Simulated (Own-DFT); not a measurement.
## Calculated data, SiC (2H silicon carbide, atoms displaced), SiC (4H silicon carbide, strained, atoms displaced)

Computed with Own-DFT development build. A calculation, not a measurement: plane-wave PBE density functional theory by an unreviewed code, no spin, of a simulated periodic cell, stress positive in tension, free energy of the whole cell less one offset for each atom, forces on such cells passed a denser k mesh, this cell's mesh not checked; offsets are fitted by least squares, one for each functional and potential file, so energies compare only between cells with the same atoms and settings and are not formation energies; the far tail of each file's local potential was reset to the Coulomb form; each entry is a single point on an unrelaxed cell, so the pressure reflects the starting lattice, mostly measured values (interpolated for alloys), from which strain is counted, and rises with the displacements; printed positions are rounded, which can move forces by about a meV/angstrom; the program, named Own-DFT, is a retired in-house code; no spin-orbit coupling.

Common to all runs: functional PBE; potential files PseudoDojo norm-conserving, scalar-relativistic, standard set; wave cutoff 42 hartree; occupations Fermi-Dirac; smearing width 0.1 eV; hardware one NVIDIA H100; k mesh 4 x 4 x 3 centred on Gamma.

(1) SiC (2H silicon carbide, atoms displaced)

```xyz
72
Lattice="9.2481 0.0000 0.0000 -4.6241 8.0091 0.0000 0.0000 0.0000 10.0681" Properties=species:S:1:pos:R:3 SiC
Si    -0.0130     0.0579     0.0023
Si     0.0063     1.6919     2.4235
C      0.0867     0.0160     1.8862
C     -0.0909     1.7858     4.4652
Si    -4.5702     7.9547     5.0802
Si     0.1084     1.7625     7.3933
C      4.6006     7.9159     6.9430
C     -0.0362     1.8378     9.3831
Si    -1.4847     2.6483     0.0696
Si    -1.5700     4.3894     2.4980
C     -1.5333     2.6894     1.8339
C     -1.5531     4.5144     4.3924
Si     7.6338     2.6440     5.0483
Si    -1.5387     4.4308     7.6467
C      7.6337     2.5552     6.9831
C     -1.5342     4.3662     9.4508
Si    -3.0357     5.3406    10.0459
Si    -3.1551     7.1388     2.5852
C      6.1626     5.3017     1.8452
C     -3.1216     7.1435     4.3812
Si     6.1292     5.3044     5.0608
Si    -3.1551     7.1765     7.5826
C      6.1062     5.2800     6.9351
C     -3.1704     7.1717     9.4904
Si     3.1726     0.1273     0.0147
Si     3.0758     1.7916     2.4813
C     -1.4943     7.8790     1.9645
C      3.1719     1.8147     4.3058
Si    -1.6526     7.9235     5.0828
Si     3.0672     1.8457     7.4500
C     -1.5275     7.9212     6.8453
C      3.0882     1.7661     9.5540
Si     1.4845     2.7350    10.0294
Si     1.5545     4.4637     2.4965
C      1.4761     2.7073     1.9186
C      1.4582     4.4702     4.2989
Si     1.5988     2.8262     5.0473
Si     1.6374     4.3391     7.4616
C      1.5154     2.6998     6.9125
C      1.4788     4.3662     9.4268
Si    -0.0671     5.2401     0.0110
Si     0.0074     7.1007     2.5786
C      0.0674     5.3791     1.9234
C     -0.0065     7.0406     4.3725
Si    -0.0024     5.4237     5.1124
Si     0.0557     7.2746     7.4444
C     -0.0298     5.3493     6.9967
C      0.0157     7.0647     9.4266
Si     1.4596     7.9543     0.1188
Si     6.1607     1.7780     2.5675
C      1.5685     7.9894     1.9446
C      6.2445     1.8136     4.4170
Si     1.5528     7.9849     5.1108
Si     6.1705     1.8013     7.5909
C      6.1277     0.0390     6.8496
C      6.0367     1.8087     9.4801
Si     4.6462     2.6142     0.0578
Si     4.5899     4.4240     2.4825
C      4.5171     2.7509     1.9030
C      4.5025     4.4855     4.4354
Si     4.6600     2.6914     5.1146
Si     4.5466     4.4065     7.5470
C      4.4621     2.6733     6.9094
C      4.4741     4.4728     9.4730
Si     3.0619     5.3577    10.0395
Si     3.0497     7.0503     2.5006
C      3.0677     5.4018     1.8598
C      3.1362     7.2447     4.3626
Si     3.0560     5.2977     5.1036
Si     3.0406     7.0487     7.4936
C      3.0860     5.2549     6.9504
C      3.1835     7.1994     9.4741
```

| Item | Value |
| --- | --- |
| free energy of cell above offsets | -2.256 eV |
| pressure | 6.54 GPa |
| stress xx | -6 GPa |
| stress yy | -5.23 GPa |
| stress zz | -8.38 GPa |
| stress yz | -0.24 GPa |
| stress xz | 0.48 GPa |
| stress xy | -0.15 GPa |
| wall time | 355 s |

Force:
```csv
element,x (eV/Å),y (eV/Å),z (eV/Å)
Si,1.164,0.535,0.215
Si,-0.433,2.793,2.979
C,-2.545,-1.218,-0.755
C,2.474,-0.195,-0.436
Si,-1.589,2.17,-1.006
Si,-4.441,-1.011,2.536
C,-0.196,1.489,-0.97
C,1.213,-1.097,-0.268
Si,-2.208,-0.367,-2.685
Si,1.075,2.124,0.672
C,-0.309,-1.684,2.153
C,-0.411,-1.29,0.789
Si,2.555,1.987,0.777
Si,-0.547,-0.431,-2.325
C,2.452,2.449,-1.23
C,-1.124,0.865,0.835
Si,-2.133,0.422,-0.064
Si,2.535,-1.565,-2.198
C,-0.373,0.37,1.252
C,0.024,-1.576,1.455
Si,-0.108,0.332,-0.71
Si,1.887,-2.593,0.981
C,0.536,0.568,0.912
C,2.825,-0.414,-1.015
Si,-1.637,-4.986,1.071
Si,-0.956,-1.027,0.056
C,-1.345,2.798,-1.183
C,-1.404,-0.55,3.144
Si,2.568,1.993,-3.341
Si,-1.598,-3.513,2.73
C,-1.776,2.247,2.299
C,-0.791,2.684,-2.857
Si,0.855,-2.829,1.747
Si,-0.334,0.074,-0.84
C,0.962,-0.891,-1.113
C,1.205,1.396,3.347
Si,-1.101,-3.368,-2.621
Si,-3.607,3.507,3.315
C,1.619,-1.453,-1.533
C,1.143,3.072,-1.23
Si,1.601,1.966,0.127
Si,0.486,-0.387,-1.004
C,-1.661,-1.361,-1.14
C,0.139,2.681,2.342
Si,-0.837,-2.678,-0.927
Si,-1.857,-4.106,3.088
C,1.501,0.087,-0.852
C,-0.525,0.728,-0.409
Si,1.512,0.7,-2.285
Si,-0.271,0.492,-0.971
C,-0.925,0.77,0.448
C,-3.363,-1.268,0.235
Si,-0.012,0.729,-4.484
Si,-1.999,-0.777,0.836
C,2.109,0.359,2.406
C,3.499,-1.89,-0.417
Si,-2.589,3.054,-0.155
Si,0.102,2.129,0.767
C,2.181,-2.52,-0.174
C,2.521,-1,-0.612
Si,-0.699,-0.335,-3.125
Si,1.955,0.335,1.737
C,4.178,0.582,0.343
C,3.542,-1.7,-1.175
Si,-1.443,0.874,0.532
Si,1.398,2.385,0.748
C,0.174,-2.144,0
C,-1.244,-2.658,1.624
Si,-1.102,1.785,-2.413
Si,0.163,1.304,2.086
C,-0.753,1.647,-0.854
C,-3.91,-1.601,-1.207
```

(2) SiC (4H silicon carbide, strained, atoms displaced)

```xyz
72
Lattice="9.1338 0.0684 0.0919 -4.5076 7.8546 -0.1423 0.1000 -0.1211 9.8886" Properties=species:S:1:pos:R:3 SiC
Si     4.6311     7.8587     3.9217
Si    -0.0776     1.7678     1.4569
C     -0.0017     0.0301     0.8659
C     -0.0443     1.6956     3.4573
Si    -1.3999     2.6299     3.9047
Si    -1.5253     4.3770     1.4491
C      7.6120     2.6952     0.9936
C     -1.4050     4.3878     3.2968
Si     6.1221     5.1875     3.9131
Si    -2.9989     7.0503     1.4874
C      6.0994     5.2423     0.8619
C     -2.8930     6.9354     3.3408
Si    -1.4314     7.7926     3.9442
Si     3.0715     1.7351     1.4665
C     -1.4548     7.8460     0.7972
C      3.0714     1.7347     3.4348
Si     1.6951     2.6278     3.9876
Si     1.6098     4.3627     1.5363
C      1.5630     2.5971     0.8592
C      1.5624     4.4042     3.3842
Si     0.1712     5.1222     3.9510
Si     0.0980     6.9670     1.4353
C     -0.0035     5.2361     0.8595
C      0.0972     6.9875     3.3862
Si     1.5436     7.8482     3.9210
Si     6.0207     1.8023     1.5816
C      1.6237     7.8582     0.9052
C      6.1218     1.7342     3.5090
Si     4.7513     2.6306     4.0160
Si     4.5323     4.4056     1.6589
C      4.4959     2.6722     1.0022
C      4.6129     4.3886     3.4433
Si     3.0424     5.1888     4.0691
Si     3.0535     7.0986     1.5784
C      3.0910     5.3275     0.8658
C      3.0630     6.9997     3.3197
Si     0.0765    -0.0632     8.9106
Si     4.7122     6.1326     6.4549
C     -4.4239     7.7745     5.6258
C      4.6831     6.0831     8.2117
Si     6.2133     5.1044     8.9711
Si     6.1112     3.5011     6.5180
C      6.1322     5.2974     5.9434
C      6.1182     3.4672     8.3173
Si    -1.4210     2.5624     8.9339
Si     7.7119     0.8294     6.5302
C      7.6390     2.6979     5.8400
C      7.6733     0.7835     8.4583
Si     6.1312    -0.0552     9.0371
Si     1.6862     6.0500     6.5200
C      1.6794     7.7619     5.7995
C      1.6328     6.0987     8.2744
Si     3.2595     5.2252     8.9686
Si     3.1274     3.4746     6.4698
C      3.1147     5.1875     5.8916
C      3.1350     3.4290     8.3747
Si     4.6263     2.5873     9.0353
Si     4.6933     0.8937     6.3757
C      4.6478     2.6173     5.8919
C      4.5897     0.8224     8.3651
Si     3.1873     0.0511     8.9840
Si    -1.4172     6.0707     6.3812
C     -1.3462     7.7671     5.8093
C     -1.4153     6.0352     8.2271
Si     0.1874     5.1920     8.8273
Si     0.1320     3.4578     6.3515
C      0.0138     5.3088     5.8671
C     -0.0192     3.4137     8.2656
Si     1.6479     2.5731     8.9213
Si     1.5738     0.8214     6.4871
C      1.5199     2.6083     5.8292
C      1.6043     0.8220     8.3741
```

| Quantity | Value |
| --- | --- |
| free energy of cell above offsets | -3.025 eV |
| pressure | 16.69 GPa |
| stress xx | -17.31 GPa |
| stress yy | -14.73 GPa |
| stress zz | -18.04 GPa |
| stress yz | -4.5 GPa |
| stress xz | 5.21 GPa |
| stress xy | 4.75 GPa |
| wall time | 340.7 s |

Force:
```csv
element,x (eV/Å),y (eV/Å),z (eV/Å)
Si,0.14,0.086,-0.264
Si,2.597,-0.637,1.768
C,-0.535,-0.715,1.605
C,4.061,-0.311,-2.955
Si,-3.103,0.256,1.524
Si,0.699,0.375,-0.126
C,-1.961,0.216,-0.635
C,-0.621,-1.024,0.029
Si,1.96,2.372,3.171
Si,0.243,-1.381,-1.79
C,-0.969,1.056,2.977
C,-2.128,-0.458,-1.297
Si,0.565,1.075,0.325
Si,-1.578,-0.662,2.588
C,0.564,0.146,0.333
C,2.632,-0.727,-1.159
Si,-3.662,-0.561,0.233
Si,-1.208,0.457,-1.912
C,-1.001,0.887,1.393
C,3.619,-3.099,-1.284
Si,-4.897,4.521,2.219
Si,-1.088,0.292,1.306
C,1.645,-0.416,-0.476
C,-0.624,-1.697,-1.969
Si,1.644,0.047,1.273
Si,1.277,-0.477,0.787
C,-2.23,1.779,-1.641
C,2.201,0.315,-2.269
Si,-4.007,0.133,1.067
Si,0.819,0.907,-3.103
C,1.751,0.472,-0.74
C,-1.018,-0.634,0.19
Si,1.241,2.032,-0.752
Si,2.501,-1.526,-2.76
C,-0.092,-0.236,2.376
C,1.129,-1.078,2.541
Si,0.546,-1.248,0.495
Si,-1.997,0.342,-1.055
C,-0.186,0.199,2.107
C,0.701,0.242,3.195
Si,0.187,3.474,-1.782
Si,1.479,0.79,-0.796
C,1.991,-2.044,-3.048
C,0.558,-2.146,1.763
Si,-1.655,-1.428,-0.897
Si,-0.795,1.428,-0.042
C,0.8,-1.04,1.149
C,-0.276,1.814,-1.206
Si,0.153,0.68,0.066
Si,-2.461,0.96,-2.08
C,0.235,1.13,-0.418
C,1.667,-1.068,1.935
Si,-1.606,-0.094,-1.734
Si,-0.578,-1.097,1.018
C,1.163,0.392,-0.715
C,0.301,1.23,-0.944
Si,0.597,-0.482,-1.255
Si,-0.712,-1.957,2.983
C,-0.444,0.457,-1.172
C,3.197,1.867,-0.692
Si,-3.06,-4.089,-0.115
Si,-2.55,0.228,1.845
C,-1.143,2.47,-1.237
C,0.283,0.424,1.324
Si,-2.743,-0.663,0.913
Si,-4.486,1.708,2.124
C,4.699,-3.53,-2.221
C,3.413,0.466,-0.321
Si,-2.235,0.097,-0.293
Si,0.677,-0.162,-0.146
C,3.853,-1.275,-0.299
C,-0.141,0.142,-1.022
```
